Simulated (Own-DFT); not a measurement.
# Point defects and the pressure they add: zincblende GaAs

No measurement is shown. These are fixed-geometry runs of a retired plane-wave code named Own-DFT, which no person has reviewed; spin and spin-orbit coupling are neglected.

All runs used: PBE; PseudoDojo norm-conserving scalar-relativistic files; cutoff 42 hartree; 3 x 3 x 3 k mesh centred on Gamma; Fermi-Dirac smearing of 0.1 eV.

Keep in mind (not all hold for every row): not probed for a lower state with spin; forces not confirmed at this smearing and k mesh; stress not checked against mesh or cutoff.

All runs share one cell, with vectors in Å (10.862, 0.000, 0.000); (0.000, 10.862, 0.000); (0.000, 0.000, 11.796) and a volume of 1391.7 Å³, strained against the parent crystal. Atoms were moved at random from their sites; u is the rms move along one axis. The defect's site can differ from row to row.

```
cell,formula,u (Å),P (GPa)
no defect,As32Ga32,0.0308,6.68
no defect,As32Ga32,0.0459,6.95
no defect,As32Ga32,0.0490,6.99
one P on an As site,As31Ga32P,0.0269,6.34
one P on an As site,As31Ga32P,0.0313,6.40
one P on an As site,As31Ga32P,0.0492,?
one P on an As site,As31Ga32P,0.0505,6.75
one Al on a Ga site,AlAs32Ga31,0.0300,6.69
one Al on a Ga site,AlAs32Ga31,0.0335,6.72
one Al on a Ga site,AlAs32Ga31,0.0507,6.97
one In on a Ga site,As32Ga31In,0.0282,7.43
one In on a Ga site,As32Ga31In,0.0296,7.45
one In on a Ga site,As32Ga31In,0.0299,7.37
one As vacancy and one Ga vacancy,As31Ga31,0.0292,5.93
one As vacancy and one Ga vacancy,As31Ga31,0.0296,6.06
one As vacancy and one Ga vacancy,As31Ga31,0.0472,6.14
```

## Fit

P = P0 + c u² + a shift for each defect gives P0 = 6.54 GPa, c = 184 ± 21 GPa/Å² and a scatter of 0.05 GPa. The shifts, and each times the cell's volume:

- one In on a Ga site: 0.72 ± 0.05 GPa, 6.3 eV
- one Al on a Ga site: -0.03 ± 0.04 GPa, -0.2 eV (not resolved)
- one P on an As site: -0.30 ± 0.04 GPa, -2.6 eV
- one As vacancy and one Ga vacancy: -0.73 ± 0.04 GPa, -6.4 eV

A positive shift means that the defect pushes the cell outwards. Shift times volume (160.2 GPa Å³ is 1 eV) depends little on the cell's size, so, taken for each site, it can be compared between cells at like pressure. The atoms around the defects weren't relaxed, which would change these numbers.

## The run left out

The question: what pressure belongs in the blank (one P on an As site, u = 0.0492 Å)?

From the fit: 6.68 ± 0.06 GPa. The calculation gave 6.78 GPa.
